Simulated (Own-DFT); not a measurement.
Simulation results for SiC (2H silicon carbide, atoms displaced)

A calculation, not a measurement: plane-wave PBE density functional theory by an unreviewed code, no spin, of a simulated periodic cell, stress positive in tension, free energy of the whole cell less one offset for each atom, forces on such cells passed a denser k mesh, this cell's mesh not checked; offsets are fitted by least squares, one for each functional and potential file, so energies compare only between cells with the same atoms and settings and are not formation energies; the far tail of each file's local potential was reset to the Coulomb form; each entry is a single point on an unrelaxed cell, so the pressure reflects the starting lattice, mostly measured values (interpolated for alloys), from which strain is counted, and rises with the displacements; printed positions are rounded, which can move forces by about a meV/angstrom; the program, named Own-DFT, is a retired in-house code; no spin-orbit coupling. Program: Own-DFT development build.

SiC (2H silicon carbide, atoms displaced)

```xyz
72
Lattice="9.2481 0.0000 0.0000 -4.6241 8.0091 0.0000 0.0000 0.0000 10.0681" Properties=species:S:1:pos:R:3 SiC
Si     0.1766     0.0278     0.0382
Si    -0.0560     1.8954     2.4906
C      4.5509     7.9248     1.8794
C     -0.0710     1.8031     4.4225
Si     4.5878     7.9979     4.9817
Si    -0.0189     1.7595     7.4719
C      4.5547     7.9688     6.9040
C      0.0123     1.7843     9.4355
Si    -1.5119     2.6820     0.0311
Si    -1.5545     4.3867     2.5516
C     -1.5595     2.7841     1.8543
C     -1.5515     4.4103     4.4231
Si    -1.5334     2.7017     5.1220
Si    -1.6238     4.4150     7.5926
C     -1.4674     2.5786     6.9489
C     -1.6089     4.4801     9.3764
Si     6.1572     5.3227    10.0126
Si    -3.0351     7.0585     2.4756
C      6.1680     5.3343     1.9647
C     -3.0972     7.1517     4.4272
Si     6.1410     5.3151     5.1215
Si    -3.0836     7.0407     7.5416
C      6.1115     5.3084     6.9827
C     -3.0280     7.0309     9.4192
Si     3.0982     0.0126     0.0369
Si     3.0601     1.8119     2.5672
C      3.0886     0.0477     2.0461
C      3.1088     1.8565     4.4004
Si     3.0417     0.1056     4.9393
Si     3.0868     1.7183     7.5789
C      3.0981     0.0102     6.9274
C      3.1381     1.7179     9.5325
Si     1.5182     2.6446    10.0235
Si     1.6069     4.4118     2.4666
C      1.4813     2.7120     1.9210
C      1.5067     4.5234     4.3505
Si     1.5120     2.6304     4.9806
Si     1.5956     4.4476     7.4968
C      1.5799     2.6513     6.7879
C      1.4403     4.4181     9.4416
Si    -0.0095     5.2607     0.0300
Si     0.0936     7.0965     2.5660
C      0.0541     5.3167     1.8878
C     -0.0447     7.0652     4.4600
Si     0.0628     5.4823     5.0697
Si     0.0159     7.0381     7.5545
C     -0.0603     5.3471     6.8499
C     -0.0241     7.0119     9.3740
Si     1.5109     7.9914     9.9745
Si     6.1469     1.7113     2.5064
C      6.0755     0.0370     1.9120
C      6.1891     1.7430     4.3972
Si     1.4800     7.9801     4.9512
Si     6.0825     1.7852     7.6047
C      6.0653     0.0200     6.9834
C      6.1866     1.8033     9.5604
Si     4.6977     2.6996     0.0474
Si     4.6148     4.4822     2.4897
C      4.6964     2.6307     1.8720
C      4.5550     4.4249     4.4248
Si     4.5734     2.7116     4.9641
Si     4.6035     4.3074     7.5359
C      4.6550     2.6023     6.8338
C      4.6517     4.3483     9.4965
Si     3.1492     5.3792    10.0420
Si     3.1011     7.1653     2.5403
C      3.1579     5.3124     1.8333
C      3.1387     7.0869     4.3172
Si     3.1030     5.3946     5.0799
Si     3.0772     7.1564     7.4107
C      3.1135     5.3571     6.9593
C      2.9909     7.1338     9.3602
```

* functional: PBE
* potential files: PseudoDojo norm-conserving, scalar-relativistic, standard set
* wave cutoff: 42 hartree
* occupations: Fermi-Dirac
* smearing width: 0.1 eV
* hardware: one NVIDIA H100
* k mesh: 4 x 4 x 3 centred on Gamma
* free energy of cell above offsets: -5.397 eV
* pressure: 5.43 GPa
* stress xx: -3.22 GPa
* stress yy: -6.67 GPa
* stress zz: -6.39 GPa
* stress yz: 0.47 GPa
* stress xz: 0.29 GPa
* stress xy: 0.01 GPa
* wall time: 366.8 s

Force:
```tsv
element	x (eV/Å)	y (eV/Å)	z (eV/Å)
Si	-3.535	-0.926	-1.167
Si	0	-2.092	0.804
C	2.917	2.654	-0.163
C	0.88	-0.557	-0.833
Si	0.791	0.772	0.443
Si	2.318	-0.83	1.396
C	2.388	0.778	-0.806
C	0.158	-0.559	-0.503
Si	-0.308	0.333	-1.237
Si	0.492	3.008	0.731
C	-0.252	-3.349	0.221
C	0.004	1.307	0.848
Si	-0.689	-0.666	-1.466
Si	1.956	-0.183	-2.085
C	-3.531	2.112	0.487
C	1.354	-1.381	2.144
Si	-0.089	-0.663	1.967
Si	-1.258	1.492	1.784
C	0.658	-0.663	-1.994
C	0	-0.78	-0.374
Si	0.396	0.218	-1.947
Si	-0.056	2.012	-0.441
C	-0.006	-1.116	-0.466
C	-0.391	1.958	0.52
Si	0.897	-2.066	0.475
Si	0.513	0.541	-1.557
C	0.404	-1.313	-2.206
C	-1.391	-0.736	-0.453
Si	0.422	-1.881	2.061
Si	-0.11	0.578	-0.422
C	-0.715	-1.202	-0.622
C	-0.612	1.941	-1.53
Si	1.018	0.662	0.881
Si	-0.51	2.125	0.697
C	1.353	-1.691	-1.134
C	1.13	-0.713	1.046
Si	-0.141	1.971	-0.708
Si	-2.115	-0.318	0.443
C	-0.23	-0.119	2.974
C	2.838	-0.444	-1.047
Si	-0.841	1.399	-0.609
Si	-2.567	-0.778	-0.343
C	-0.925	0.13	0.428
C	0.028	3.933	-2.092
Si	-1.572	-5.271	-0.836
Si	-1.355	0.909	-0.627
C	0.82	-1.165	2.138
C	-0.042	1.323	2.199
Si	-0.407	-0.454	1.355
Si	0.797	2.284	0.61
C	2.624	-1.549	-1.345
C	-0.675	0.838	0.059
Si	1.055	0.732	1.861
Si	2.262	-0.793	-0.104
C	1.666	-0.504	-1.939
C	-0.068	-0.481	-2.187
Si	-1.291	-2.122	0.571
Si	0.869	-1.376	0.89
C	-1.86	1.189	1.493
C	1.108	1.541	-0.38
Si	2.153	-1.113	0.657
Si	0.02	1.75	0.706
C	-1.322	0.635	1.277
C	-0.73	2.345	-2.042
Si	-1.727	-0.414	-0.579
Si	-1.751	-1.859	-2.246
C	-1.527	1.102	0.492
C	-1.645	0.598	2.508
Si	-0.906	-1.679	-1.341
Si	-1.94	-0.462	3.085
C	0.02	-0.578	-0.702
C	2.783	-0.323	0.282
```
